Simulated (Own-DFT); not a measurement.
# Point defects and the pressure they add: wurtzite GaN

Source: density functional calculations with Own-DFT, an unreviewed in-house program that is no longer used. Nothing was measured or relaxed, and spin and spin-orbit coupling are left out.

Method: PBE; PseudoDojo norm-conserving scalar-relativistic files; cutoff 42 hartree; 4 x 4 x 3 k mesh centred on Gamma; Fermi-Dirac smearing of 0.1 eV.

Limits (not all hold for every row): not probed for a lower state with spin; forces not confirmed at this smearing and k mesh; stress not checked against mesh or cutoff.

All runs share one cell, with vectors in Å (9.567, 0.000, 0.000); (-4.784, 8.285, 0.000); (0.000, 0.000, 10.370) and a volume of 822.0 Å³. u is the rms random offset of the atoms per axis. The defect's site can differ from row to row.

```
               cell  formula   u (Å)  P (GPa)
          no defect  Ga36N36  0.0202     5.92
          no defect  Ga36N36  0.0502     7.60
          no defect  Ga36N36  0.0507     8.35
one Ga on an N site  Ga37N35  0.0276    11.76
one Ga on an N site  Ga37N35  0.0292    12.30
one Ga on an N site  Ga37N35  0.0502    13.14
one Ga on an N site  Ga37N35  0.0505        ?
 one N on a Ga site  Ga35N37  0.0298     5.52
 one N on a Ga site  Ga35N37  0.0299     5.55
 one N on a Ga site  Ga35N37  0.0511     6.59
```

## What the rows give

P = P0 + c u² + a shift for each defect gives P0 = 5.86 GPa, c = 781 ± 125 GPa/Å² and a scatter of 0.33 GPa. The shifts, and each times the cell's volume:

- one Ga on an N site: 5.46 ± 0.28 GPa, 28.0 eV
- one N on a Ga site: -1.11 ± 0.27 GPa, -5.7 eV

A positive shift means that the defect pushes the cell outwards. Shift times volume (160.2 GPa Å³ is 1 eV) depends little on the cell's size, so, taken for each site, it can be compared between cells at like pressure. The atoms around the defects weren't relaxed, which would change these numbers.

## Test on the hidden row

Asked: what pressure belongs in the blank (one Ga on an N site, u = 0.0505 Å)?

The fit gives 13.31 ± 0.41 GPa. The run itself gave 13.15 GPa.
